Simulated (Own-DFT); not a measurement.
## Calculated data, SiC (4H silicon carbide, strained, atoms displaced), GaP (zincblende, strained, atoms displaced), GaAs (zincblende with one plane slipped along a stacking-fault path, atoms displaced)

Computed with Own-DFT development build. A calculation, not a measurement: plane-wave PBE density functional theory by an unreviewed code, no spin, of a simulated periodic cell, stress positive in tension, free energy of the whole cell less one offset for each atom, forces on such cells passed a denser k mesh, this cell's mesh not checked; offsets are fitted by least squares, one for each functional and potential file, so energies compare only between cells with the same atoms and settings and are not formation energies; the far tail of each file's local potential was reset to the Coulomb form; each entry is a single point on an unrelaxed cell, so the pressure reflects the starting lattice, mostly measured values (interpolated for alloys), from which strain is counted, and rises with the displacements; printed positions are rounded, which can move forces by about a meV/angstrom; the program, named Own-DFT, is a retired in-house code; no spin-orbit coupling.

Settings shared by all entries: functional PBE; potential files PseudoDojo norm-conserving, scalar-relativistic, standard set; wave cutoff 42 hartree; occupations Fermi-Dirac; smearing width 0.1 eV.

(1) SiC (4H silicon carbide, strained, atoms displaced)

```cif
# cell vector a (Å): 9.3221 -0.1466 0.1401
# cell vector b (Å): -4.7880 8.2251 -0.2116
# cell vector c (Å): 0.1525 -0.1780 10.1968
data_SiC
_symmetry_space_group_name_H-M 'P 1'
_symmetry_Int_Tables_number 1
_cell_length_a 9.3243
_cell_length_b 9.5196
_cell_length_c 10.1995
_cell_angle_alpha 92.569
_cell_angle_beta 88.267
_cell_angle_gamma 121.115
_cell_volume 774.28
loop_
_atom_site_label
_atom_site_type_symbol
_atom_site_fract_x
_atom_site_fract_y
_atom_site_fract_z
_atom_site_occupancy
Si1 Si 0.99663 0.00467 0.40697 1
Si2 Si 0.11111 0.22993 0.15284 1
C1 C 0.99936 0.99684 0.09482 1
C2 C 0.11621 0.22845 0.34298 1
Si3 Si 0.99798 0.33303 0.40020 1
Si4 Si 0.11137 0.55932 0.15405 1
C3 C 0.00651 0.33289 0.09148 1
C4 C 0.11518 0.55772 0.34170 1
Si5 Si 0.99378 0.66528 0.40691 1
Si6 Si 0.11363 0.90063 0.14963 1
C5 C 0.00464 0.67159 0.09281 1
C6 C 0.11574 0.88999 0.35097 1
Si7 Si 0.32959 0.99294 0.40865 1
Si8 Si 0.45878 0.22573 0.15298 1
C7 C 0.34104 0.00369 0.09425 1
C8 C 0.44547 0.22485 0.34222 1
Si9 Si 0.33495 0.33008 0.40289 1
Si10 Si 0.44613 0.56514 0.16659 1
C9 C 0.33841 0.32960 0.10404 1
C10 C 0.44206 0.55299 0.34544 1
Si11 Si 0.32982 0.66905 0.41274 1
Si12 Si 0.45362 0.89255 0.15253 1
C11 C 0.33307 0.66188 0.09222 1
C12 C 0.44219 0.89110 0.34634 1
Si13 Si 0.66995 0.99810 0.39899 1
Si14 Si 0.77101 0.21186 0.15592 1
C13 C 0.66299 0.99034 0.09450 1
C14 C 0.77884 0.22152 0.33794 1
Si15 Si 0.67317 0.33599 0.39744 1
Si16 Si 0.77831 0.54416 0.16487 1
C15 C 0.66981 0.33698 0.10156 1
C16 C 0.78616 0.56153 0.34589 1
Si17 Si 0.66883 0.66217 0.40084 1
Si18 Si 0.78154 0.90043 0.15182 1
C17 C 0.67760 0.67307 0.08819 1
C18 C 0.78001 0.88956 0.34014 1
Si19 Si 0.99217 0.98933 0.90396 1
Si20 Si 0.89741 0.78729 0.65839 1
C19 C 0.00049 0.99907 0.59079 1
C20 C 0.88406 0.77435 0.84403 1
Si21 Si 0.00662 0.66530 0.90269 1
Si22 Si 0.88554 0.43848 0.65510 1
C21 C 0.99793 0.66226 0.59510 1
C22 C 0.88861 0.44412 0.84456 1
Si23 Si 0.00278 0.34272 0.91369 1
Si24 Si 0.88611 0.11456 0.65029 1
C23 C 0.01217 0.33072 0.59159 1
C24 C 0.89959 0.10951 0.84419 1
Si25 Si 0.66354 0.99725 0.90215 1
Si26 Si 0.55674 0.78926 0.65700 1
C25 C 0.66605 0.99216 0.59207 1
C26 C 0.54886 0.76894 0.83226 1
Si27 Si 0.66298 0.67534 0.90048 1
Si28 Si 0.55313 0.44765 0.65264 1
C27 C 0.66454 0.66540 0.58807 1
C28 C 0.54685 0.44342 0.84946 1
Si29 Si 0.66597 0.32880 0.90901 1
Si30 Si 0.55837 0.11303 0.65612 1
C29 C 0.67477 0.34131 0.59447 1
C30 C 0.55619 0.11875 0.84079 1
Si31 Si 0.33589 0.99713 0.91244 1
Si32 Si 0.21820 0.77749 0.66189 1
C31 C 0.33288 0.99735 0.59045 1
C32 C 0.23163 0.78131 0.84188 1
Si33 Si 0.33641 0.67092 0.90808 1
Si34 Si 0.22785 0.44958 0.65450 1
C33 C 0.33782 0.67664 0.59686 1
C34 C 0.22177 0.44627 0.84731 1
Si35 Si 0.33323 0.32892 0.90945 1
Si36 Si 0.21487 0.11472 0.65967 1
C35 C 0.33701 0.33096 0.59482 1
C36 C 0.22019 0.10894 0.84402 1
```

It was run with hardware one NVIDIA H100 and k mesh 4 x 4 x 3 centred on Gamma.

It finds free energy of cell above offsets -6.403 eV; pressure -3.27 GPa; stress xx 1.09 GPa; stress yy 6.28 GPa; stress zz 2.46 GPa; stress yz -5.43 GPa; stress xz 4 GPa; stress xy -7.36 GPa; wall time 355.6 s.

Force:
```csv
element,x (eV/Å),y (eV/Å),z (eV/Å)
Si,1.731,-0.067,-0.566
Si,2.061,-1.351,0.801
C,-0.423,1.934,-1.058
C,-1.041,-1.112,-0.287
Si,1.34,0.761,0.782
Si,0.185,0.153,0.399
C,-2.046,0.292,1.063
C,-1.272,-0.5,0.36
Si,2.714,1.518,0.657
Si,0.952,-1.662,2.155
C,0.112,-0.593,-0.105
C,-1.956,-0.295,-1.654
Si,0.174,1.808,-0.119
Si,-3.478,-0.866,1.691
C,0.37,-0.187,-0.106
C,1.225,-0.824,0.013
Si,-0.305,0.686,0.615
Si,1.469,-1.231,-2.513
C,-0.395,0.973,-1.544
C,-0.008,0.633,1.053
Si,0.952,0.267,-0.738
Si,-2.764,-2.042,1.692
C,0.065,1.425,0.347
C,1.281,-0.606,-0.988
Si,-0.982,-0.146,1.188
Si,0.866,1.479,-0.732
C,0.461,2.086,-1.671
C,0.008,-0.591,0.706
Si,-1.108,-0.365,1.93
Si,-0.494,3.921,-2.094
C,2.271,-1.415,-1.936
C,-1.127,-1.909,-0.625
Si,-1.342,1.149,0.966
Si,1.505,-2.885,0.832
C,-1.369,-0.319,1.395
C,-0.365,-0.336,-0.117
Si,0.779,1.655,0.602
Si,-0.926,-1.833,-0.93
C,-0.993,0.549,0.389
C,1.2,-0.103,-0.546
Si,-1.477,0.322,0.778
Si,1.463,1.101,0.312
C,-0.102,0.283,0.277
C,0.37,-0.347,0.185
Si,0.681,-1.505,-2.233
Si,1.76,-0.607,1.324
C,-2.695,0.371,-0.691
C,-2.389,0.432,-0.116
Si,0.873,0.545,-0.523
Si,1.235,-2.475,-1.776
C,-0.78,2.592,-0.688
C,0.094,2.006,2.429
Si,0.988,-2.3,1.066
Si,1.201,0.151,1.124
C,0.186,0.933,0.714
C,2.014,0.611,-1.179
Si,-1.027,2.255,-0.212
Si,-0.675,0.09,-1.203
C,-0.95,-1.642,-1.122
C,1.086,-1.755,1.027
Si,-0.981,1.081,-1.676
Si,0.577,0.665,-1.878
C,-0.451,0.445,1.622
C,-0.622,-0.36,1.325
Si,-0.054,-1.474,-0.6
Si,0.721,0.09,0.871
C,-0.566,-1.209,-0.168
C,0.446,0.158,-0.366
Si,-1.363,0.36,0.836
Si,2.055,-0.361,-0.686
C,-1.29,0.233,-0.811
C,0.345,-0.738,0.73
```

(2) GaP (zincblende, strained, atoms displaced)

```cif
# cell vector a (Å): 10.8620 0.0000 0.0000
# cell vector b (Å): 0.0000 10.8620 0.0000
# cell vector c (Å): 0.0000 0.0000 10.9439
data_GaP
_symmetry_space_group_name_H-M 'P 1'
_symmetry_Int_Tables_number 1
_cell_length_a 10.8620
_cell_length_b 10.8620
_cell_length_c 10.9439
_cell_angle_alpha 90.000
_cell_angle_beta 90.000
_cell_angle_gamma 90.000
_cell_volume 1291.19
loop_
_atom_site_label
_atom_site_type_symbol
_atom_site_fract_x
_atom_site_fract_y
_atom_site_fract_z
_atom_site_occupancy
Ga1 Ga 0.00200 0.99905 0.99947 1
Ga2 Ga 0.99612 0.24749 0.25041 1
Ga3 Ga 0.24958 0.99826 0.25057 1
Ga4 Ga 0.25154 0.24807 0.00404 1
P1 P 0.12403 0.12271 0.12170 1
P2 P 0.12338 0.37222 0.37464 1
P3 P 0.37291 0.12587 0.37435 1
P4 P 0.37158 0.37263 0.12617 1
Ga5 Ga 0.00376 0.99801 0.49953 1
Ga6 Ga 0.99878 0.25192 0.75311 1
Ga7 Ga 0.24875 0.00261 0.75125 1
Ga8 Ga 0.24556 0.25093 0.50318 1
P5 P 0.12315 0.12163 0.61777 1
P6 P 0.12064 0.37697 0.87499 1
P7 P 0.38221 0.12653 0.87548 1
P8 P 0.37184 0.36835 0.61787 1
Ga9 Ga 0.00102 0.50380 0.99813 1
Ga10 Ga 0.99877 0.75099 0.24985 1
Ga11 Ga 0.24784 0.50066 0.25270 1
Ga12 Ga 0.24950 0.74746 0.99942 1
P9 P 0.12182 0.62789 0.12962 1
P10 P 0.12318 0.87467 0.37493 1
P11 P 0.37716 0.62559 0.37308 1
P12 P 0.37587 0.87813 0.12582 1
Ga13 Ga 0.99640 0.49956 0.50350 1
Ga14 Ga 0.99801 0.75064 0.75032 1
Ga15 Ga 0.25183 0.49972 0.74791 1
Ga16 Ga 0.24883 0.74980 0.49325 1
P13 P 0.12740 0.62655 0.62555 1
P14 P 0.12377 0.87800 0.88231 1
P15 P 0.37597 0.62121 0.87283 1
P16 P 0.37607 0.87589 0.62724 1
Ga17 Ga 0.50023 0.00162 0.00338 1
Ga18 Ga 0.49803 0.24621 0.24412 1
Ga19 Ga 0.74820 0.00348 0.24629 1
Ga20 Ga 0.75284 0.24964 0.00233 1
P17 P 0.62657 0.12625 0.12346 1
P18 P 0.62596 0.37768 0.37394 1
P19 P 0.87229 0.12062 0.37661 1
P20 P 0.87434 0.37388 0.12554 1
Ga21 Ga 0.49763 0.99718 0.49901 1
Ga22 Ga 0.50380 0.24765 0.74975 1
Ga23 Ga 0.74816 0.00192 0.74796 1
Ga24 Ga 0.75279 0.24801 0.50689 1
P21 P 0.62447 0.12926 0.62236 1
P22 P 0.62230 0.37322 0.86619 1
P23 P 0.87384 0.13077 0.87732 1
P24 P 0.87217 0.37140 0.63186 1
Ga25 Ga 0.49694 0.49814 0.99901 1
Ga26 Ga 0.50184 0.74983 0.24676 1
Ga27 Ga 0.74769 0.50084 0.24985 1
Ga28 Ga 0.75030 0.75160 0.00180 1
P25 P 0.62407 0.62227 0.12490 1
P26 P 0.62479 0.87527 0.37454 1
P27 P 0.87639 0.62598 0.37520 1
P28 P 0.87400 0.87351 0.12218 1
Ga29 Ga 0.49859 0.49614 0.50477 1
Ga30 Ga 0.50052 0.74466 0.74933 1
Ga31 Ga 0.75148 0.50075 0.74778 1
Ga32 Ga 0.75113 0.74638 0.49625 1
P29 P 0.62742 0.62231 0.62916 1
P30 P 0.62013 0.87165 0.87193 1
P31 P 0.87663 0.63173 0.87855 1
P32 P 0.87632 0.87795 0.62454 1
```

Settings of this run: hardware one NVIDIA H100 and k mesh 3 x 3 x 3 centred on Gamma.

Results for GaP (zincblende, strained, atoms displaced): free energy of cell above offsets -35.080 eV; pressure 3.13 GPa; stress xx -3.35 GPa; stress yy -3.33 GPa; stress zz -2.71 GPa; stress yz -0.14 GPa; stress xz 0.12 GPa; stress xy -0.12 GPa; wall time 492.9 s.

Force:
```csv
element,x (eV/Å),y (eV/Å),z (eV/Å)
Ga,-0.754,0.404,0.115
Ga,0.211,-0.151,-0.003
Ga,-0.123,0.27,-0.01
Ga,-0.267,0.09,-0.77
P,0.004,0.124,0.667
P,-0.329,0.29,0.15
P,0.011,-0.071,0.114
P,0.156,0.518,0.01
Ga,-0.684,-0.14,-0.296
Ga,0.342,-0.48,-0.294
Ga,0.139,-0.089,0.14
Ga,-0.024,-0.446,-0.925
P,0.057,0.565,1.322
P,0.934,-0.163,0.096
P,-0.852,-0.035,0.021
P,0.392,0.471,1.288
Ga,-0.256,-0.135,0.44
Ga,-0.219,0.247,0.145
Ga,0.052,-0.074,-0.036
Ga,0.209,0.162,0.217
P,0.471,-0.406,-0.461
P,0.115,-0.014,-0.358
P,0.059,-0.199,0.212
P,-0.157,-0.557,-0.168
Ga,0.294,-0.212,0.01
Ga,0.459,0.379,-0.002
Ga,-0.188,-0.443,-0.102
Ga,0.351,0.076,0.601
P,-0.293,-0.009,-0.138
P,0.39,-0.53,-1.143
P,-0.303,0.29,0.256
P,-0.386,-0.431,-0.172
Ga,0.213,-0.334,-0.432
Ga,0.205,0.402,0.765
Ga,0.153,-0.583,0.303
Ga,-0.573,0.553,-0.401
P,-0.111,-0.01,-0.131
P,-0.175,-0.736,0.272
P,0.272,0.296,0.046
P,0.135,0.553,-0.043
Ga,0.133,0.384,0.006
Ga,-0.629,0.138,-0.531
Ga,-0.011,0.034,0.287
Ga,-0.206,0.391,-1.005
P,-0.228,-0.94,0.052
P,0.595,0.469,1.263
P,0.168,-1.037,-0.25
P,0.494,0.471,-0.635
Ga,0.307,-0.377,-0.032
Ga,-0.089,0.144,0.192
Ga,0.362,-0.078,0.077
Ga,-0.612,-0.07,-0.266
P,0.039,0.178,-0.396
P,0.123,-0.089,-0.164
P,-0.066,-0.384,-0.215
P,0.08,0.519,0.469
Ga,0.231,0.336,-0.528
Ga,-0.211,0.31,-0.112
Ga,0.157,0.128,0.862
Ga,-0.194,0.481,0.494
P,-0.226,0.215,-0.828
P,0.496,0.459,0.456
P,-0.377,-0.754,-0.425
P,-0.265,-0.367,-0.071
```

(3) GaAs (zincblende with one plane slipped along a stacking-fault path, atoms displaced)

```cif
# cell vector a (Å): 5.6533 -5.6533 0.0000
# cell vector b (Å): 0.0000 5.6533 -5.6533
# cell vector c (Å): 11.4950 11.4950 10.9297
data_GaAs
_symmetry_space_group_name_H-M 'P 1'
_symmetry_Int_Tables_number 1
_cell_length_a 7.9950
_cell_length_b 7.9950
_cell_length_c 19.5890
_cell_angle_alpha 88.831
_cell_angle_beta 90.000
_cell_angle_gamma 120.000
_cell_volume 1084.07
loop_
_atom_site_label
_atom_site_type_symbol
_atom_site_fract_x
_atom_site_fract_y
_atom_site_fract_z
_atom_site_occupancy
Ga1 Ga 0.00823 0.99241 0.00050 1
As1 As 0.99961 0.99032 0.12300 1
Ga2 Ga 0.15563 0.31594 0.16498 1
As2 As 0.16934 0.32434 0.29197 1
Ga3 Ga 0.31861 0.14007 0.33973 1
As3 As 0.30357 0.14025 0.46389 1
Ga4 Ga 0.03403 0.02930 0.49629 1
As4 As 0.03012 0.02849 0.62325 1
Ga5 Ga 0.17885 0.35094 0.66980 1
As5 As 0.17121 0.35378 0.79016 1
Ga6 Ga 0.34044 0.16228 0.82822 1
As6 As 0.33747 0.17248 0.95537 1
Ga7 Ga 0.00710 0.50015 0.99809 1
As7 As 0.00301 0.50064 0.12813 1
Ga8 Ga 0.17670 0.84650 0.16941 1
As8 As 0.16538 0.80975 0.28762 1
Ga9 Ga 0.32272 0.63376 0.32753 1
As9 As 0.31863 0.63447 0.45888 1
Ga10 Ga 0.01575 0.54148 0.49805 1
As10 As 0.01062 0.51143 0.62620 1
Ga11 Ga 0.18762 0.86135 0.66472 1
As11 As 0.18414 0.86324 0.78618 1
Ga12 Ga 0.32345 0.66798 0.83875 1
As12 As 0.33326 0.66633 0.95934 1
Ga13 Ga 0.49338 0.99657 0.00010 1
As13 As 0.50033 0.98665 0.13166 1
Ga14 Ga 0.68310 0.33512 0.16362 1
As14 As 0.65146 0.31238 0.28806 1
Ga15 Ga 0.79707 0.13131 0.33792 1
As15 As 0.81343 0.13991 0.45338 1
Ga16 Ga 0.52783 0.02846 0.49767 1
As16 As 0.52148 0.03079 0.62399 1
Ga17 Ga 0.66590 0.34787 0.66594 1
As17 As 0.67955 0.35180 0.79258 1
Ga18 Ga 0.83262 0.16951 0.82945 1
As18 As 0.84572 0.17319 0.95894 1
Ga19 Ga 0.49850 0.50215 0.99993 1
As19 As 0.50517 0.49848 0.12533 1
Ga20 Ga 0.63897 0.80565 0.16328 1
As20 As 0.65512 0.82265 0.29047 1
Ga21 Ga 0.82218 0.64093 0.33205 1
As21 As 0.82608 0.63009 0.45790 1
Ga22 Ga 0.51524 0.53749 0.49779 1
As22 As 0.51692 0.52321 0.62166 1
Ga23 Ga 0.68319 0.86351 0.66660 1
As23 As 0.67063 0.84086 0.79130 1
Ga24 Ga 0.85711 0.69444 0.83543 1
As24 As 0.81759 0.66544 0.95684 1
```

It was run with k mesh 4 x 4 x 2 centred on Gamma.

The calculation gives: free energy of cell above offsets -13.295 eV; pressure 5.47 GPa; stress xx -5.47 GPa; stress yy -5.69 GPa; stress zz -5.26 GPa; stress yz -0.68 GPa; stress xz 0.19 GPa; stress xy 1.78 GPa.

Force:
```csv
element,x (eV/Å),y (eV/Å),z (eV/Å)
Ga,-0.433,0.172,-0.48
As,-0.416,0.695,0.435
Ga,0.602,0.102,-0.087
As,-1.697,-0.671,1.796
Ga,-0.419,-0.458,-0.453
As,5.39,-5.378,-5.138
Ga,-5.296,5.16,4.969
As,-0.934,0.61,0.169
Ga,-0.073,-0.612,-0.828
As,0.479,-0.343,1.166
Ga,1.172,1.818,-1.498
As,-0.071,-0.182,0.156
Ga,-0.403,1.139,0.376
As,0.415,-0.825,-1.222
Ga,-0.941,-0.478,0.319
As,0.493,1.591,0.681
Ga,1.133,1.241,-0.445
As,-0.8,0.503,-3.19
Ga,2.083,-1.39,3.672
As,-0.26,0.385,-0.663
Ga,-0.563,-0.932,0.381
As,-0.474,-0.819,2.03
Ga,-0.061,-0.558,-1.281
As,0.33,0.328,-0.234
Ga,0.914,0.065,-0.213
As,-0.849,0.024,-2.076
Ga,-0.745,0.533,0.868
As,0.234,0.398,0.381
Ga,-0.128,-1.036,-2.096
As,3.311,-0.757,-1.347
Ga,-2.028,1.768,2.588
As,-0.547,-0.507,0.326
Ga,1.043,0.124,-0.423
As,-0.148,0.101,-0.382
Ga,0.539,0.304,0.139
As,-0.718,-0.209,0.484
Ga,-0.221,0.109,0.654
As,-1.277,-0.927,1.169
Ga,2.232,0.003,-0.396
As,0.015,-1.236,0.608
Ga,-0.028,-0.085,-0.453
As,-2.236,2.139,-3.282
Ga,0.878,-1.087,2.391
As,0.017,0.847,-0.07
Ga,0.197,-0.748,0.21
As,-0.291,0.204,0.377
Ga,-0.834,-0.305,-0.044
As,1.417,-0.817,-0.044
```

(4) GaP (zincblende, strained, atoms displaced)

```cif
# cell vector a (Å): 10.8620 0.0000 0.0000
# cell vector b (Å): 0.0000 10.8620 0.0000
# cell vector c (Å): 0.0000 0.0000 10.9439
data_GaP
_symmetry_space_group_name_H-M 'P 1'
_symmetry_Int_Tables_number 1
_cell_length_a 10.8620
_cell_length_b 10.8620
_cell_length_c 10.9439
_cell_angle_alpha 90.000
_cell_angle_beta 90.000
_cell_angle_gamma 90.000
_cell_volume 1291.19
loop_
_atom_site_label
_atom_site_type_symbol
_atom_site_fract_x
_atom_site_fract_y
_atom_site_fract_z
_atom_site_occupancy
Ga1 Ga 0.00811 0.00719 0.98316 1
Ga2 Ga 0.99997 0.25795 0.25557 1
Ga3 Ga 0.25647 0.00016 0.24804 1
Ga4 Ga 0.24391 0.23924 0.99612 1
P1 P 0.11384 0.12543 0.13467 1
P2 P 0.13160 0.37161 0.36741 1
P3 P 0.38333 0.13661 0.36750 1
P4 P 0.37887 0.37567 0.12112 1
Ga5 Ga 0.99943 0.00187 0.50196 1
Ga6 Ga 0.00924 0.24577 0.74297 1
Ga7 Ga 0.24974 0.00795 0.74171 1
Ga8 Ga 0.25587 0.24550 0.49870 1
P5 P 0.12903 0.12543 0.63660 1
P6 P 0.13509 0.37717 0.89135 1
P7 P 0.36791 0.12789 0.88486 1
P8 P 0.37675 0.37256 0.63721 1
Ga9 Ga 0.01188 0.49765 0.99809 1
Ga10 Ga 0.99368 0.76353 0.25285 1
Ga11 Ga 0.25780 0.49630 0.26724 1
Ga12 Ga 0.24507 0.76211 0.99756 1
P9 P 0.11479 0.63660 0.11764 1
P10 P 0.11694 0.87126 0.36926 1
P11 P 0.36658 0.62406 0.37908 1
P12 P 0.37818 0.88064 0.12279 1
Ga13 Ga 0.99473 0.49823 0.49867 1
Ga14 Ga 0.01207 0.75142 0.74221 1
Ga15 Ga 0.24538 0.48897 0.75829 1
Ga16 Ga 0.25835 0.74711 0.49643 1
P13 P 0.12022 0.63425 0.63850 1
P14 P 0.12752 0.88365 0.88912 1
P15 P 0.37657 0.61824 0.88720 1
P16 P 0.38110 0.88351 0.62981 1
Ga17 Ga 0.50157 0.99669 0.99677 1
Ga18 Ga 0.51187 0.24913 0.25013 1
Ga19 Ga 0.75075 0.00862 0.25603 1
Ga20 Ga 0.74267 0.26099 0.99376 1
P17 P 0.62755 0.12338 0.10835 1
P18 P 0.62404 0.37201 0.37388 1
P19 P 0.87557 0.13062 0.37780 1
P20 P 0.87788 0.37418 0.12452 1
Ga21 Ga 0.50058 0.99633 0.50477 1
Ga22 Ga 0.49387 0.24291 0.74102 1
Ga23 Ga 0.74998 0.99622 0.75713 1
Ga24 Ga 0.75097 0.24098 0.49418 1
P21 P 0.63382 0.12802 0.61493 1
P22 P 0.62389 0.37002 0.87419 1
P23 P 0.87418 0.14122 0.87458 1
P24 P 0.87149 0.38399 0.62001 1
Ga25 Ga 0.49934 0.48915 0.98872 1
Ga26 Ga 0.49832 0.74194 0.23719 1
Ga27 Ga 0.74496 0.49433 0.23848 1
Ga28 Ga 0.76034 0.74159 0.99409 1
P25 P 0.63044 0.62335 0.11429 1
P26 P 0.62718 0.86667 0.36460 1
P27 P 0.87088 0.62792 0.37688 1
P28 P 0.87230 0.87894 0.12707 1
Ga29 Ga 0.48329 0.50925 0.49999 1
Ga30 Ga 0.50447 0.73959 0.75437 1
Ga31 Ga 0.75093 0.49809 0.75057 1
Ga32 Ga 0.75333 0.74456 0.49920 1
P29 P 0.61347 0.62455 0.63338 1
P30 P 0.63954 0.87732 0.86976 1
P31 P 0.86970 0.63569 0.86474 1
P32 P 0.87660 0.86746 0.62656 1
```

Settings of this run: k mesh 3 x 3 x 3 centred on Gamma.

Results for GaP (zincblende, strained, atoms displaced): free energy of cell above offsets -29.085 eV; pressure 4.44 GPa; stress xx -4.74 GPa; stress yy -4.83 GPa; stress zz -3.77 GPa; stress yz -0.4 GPa; stress xz 1.25 GPa; stress xy 1.52 GPa.

Force:
```csv
element,x (eV/Å),y (eV/Å),z (eV/Å)
Ga,-2.256,1.226,2.416
Ga,-0.537,-0.528,-0.57
Ga,-0.729,0.483,0.501
Ga,-0.142,0.714,2.554
P,0.945,-0.336,-0.871
P,-0.692,0.168,2.151
P,-0.504,-1.819,0.911
P,-0.444,-0.559,0.815
Ga,0.038,-0.394,0.202
Ga,-1.4,2.122,1.295
Ga,0.941,-1.326,2.135
Ga,-0.143,0.425,0.38
P,-0.324,0.086,-3.013
P,-1.075,-1.123,-1.874
P,1.415,-1.182,-1.902
P,-1.058,0.721,-1.76
Ga,-1.884,1.116,0.371
Ga,-0.771,-1.611,-1.009
Ga,-0.602,0.076,-3.112
Ga,1.13,-1.512,1.113
P,1.018,-0.296,1.498
P,2.098,1.229,1.469
P,1.408,0.875,-1.169
P,-0.162,-0.794,0.008
Ga,0.912,0.839,-0.399
Ga,-2.016,2.193,2.701
Ga,0.464,1.517,-0.249
Ga,-1.676,1.55,1.476
P,2.796,-3.098,-2.774
P,0.507,-0.631,-3.698
P,-0.979,1.334,-1.338
P,-0.604,-1.455,0.119
Ga,0.31,-0.083,-0.659
Ga,-0.259,0.283,-1.682
Ga,-0.324,-0.557,-1.147
Ga,1.253,-0.767,1.165
P,0.216,0.279,1.661
P,0.149,1.03,0.643
P,0.933,-0.567,-0.404
P,-0.045,0.225,-0.539
Ga,0.763,0.522,-1.544
Ga,1.197,-0.678,1.211
Ga,1.494,1.67,-1.643
Ga,0.066,2.158,0.264
P,-1.091,-1.268,1.636
P,-0.465,0.409,-1.878
P,0.249,-1.082,-0.594
P,0.302,-1.742,0.365
Ga,0.453,0.46,1.451
Ga,0.258,0.197,0.384
Ga,0.37,0.489,1.017
Ga,-0.656,1.68,1.291
P,-0.886,-0.537,-0.155
P,-0.476,0.454,0.983
P,0.501,-0.953,-1.11
P,0.018,0.654,-0.977
Ga,1.619,-1.396,0.91
Ga,-1.083,1.525,1.249
Ga,-0.588,0.345,0.13
Ga,-1.121,0.327,0.567
P,1.536,-0.972,-1.921
P,-2.252,-1.454,1.473
P,1.98,-1.806,-0.398
P,-0.094,1.145,-0.126
```
